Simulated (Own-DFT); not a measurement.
# Stretching a layer in its plane: wurtzite GaN, 72 atoms (Ga36N36)

Everything here is calculated. The program is Own-DFT (plane waves, in-house, since retired, never reviewed by a person); positions were held fixed, and spin and spin-orbit coupling were off.

All runs used: PBE; PseudoDojo norm-conserving scalar-relativistic files (stringent for Ga); cutoff 96 hartree; 4 x 4 x 3 k mesh centred on Gamma; Gaussian smearing of 0.01 eV.

Limits: forces not confirmed at this smearing and k mesh; stress not checked against mesh or cutoff.

Unstrained cell vectors in Å: (9.567, 0.000, 0.000); (-4.784, 8.285, 0.000); (0.000, 0.000, 10.370). The unstrained cell has measured lattice constants (interpolated for alloys), not those of this functional. That, the random moves and any unrelaxed bonds set the pressure at no strain. Each run strains x and y alike by e, as a substrate would, and holds the height along z. Each atom got a random Gaussian move of width 0.05 Å along each axis. Stress is positive in tension.

```
e (%),u (Å),(s_xx + s_yy)/2 (GPa),s_zz (GPa)
-3.00,0.048,-25.51,-11.80
-2.75,0.050,-24.48,-11.60
-2.50,0.047,-21.08,-12.20
-1.25,0.048,-14.05,-9.56
-1.00,0.049,-11.93,-9.03
-0.25,0.051,?,?
0.25,0.051,-6.23,-5.73
0.50,0.052,-4.22,-7.87
2.50,0.053,4.33,-4.81
2.75,0.045,6.20,-4.00
```

## Fit

With e as a fraction, the in-plane stress is -6.9 + 534 e - 2751 e² GPa (errors 11 and 661, scatter 0.66), and s_zz is -7.8 + 140 e GPa (slope ± 13, scatter 0.82). At e = 0 the first slope is C11 + C12 and the second 2 C13, both with the ions held to the strained lattice and at the cell's own pressure. The term in e² is negative: the layer stiffens under compression and softens under tension. A free layer would change its height as e changes, and the in-plane slope would drop by 2 C13²/C33 to the biaxial modulus. At fixed height, a misfit of 1 % moves the in-plane stress by about 5.3 GPa and s_zz by 1.4 GPa.

## Check

Question: what are the two stresses at e = -0.25 %?

The fitted form gives -8.2 and -8.2 GPa. The hidden result is -8.04 and -8.05 GPa.
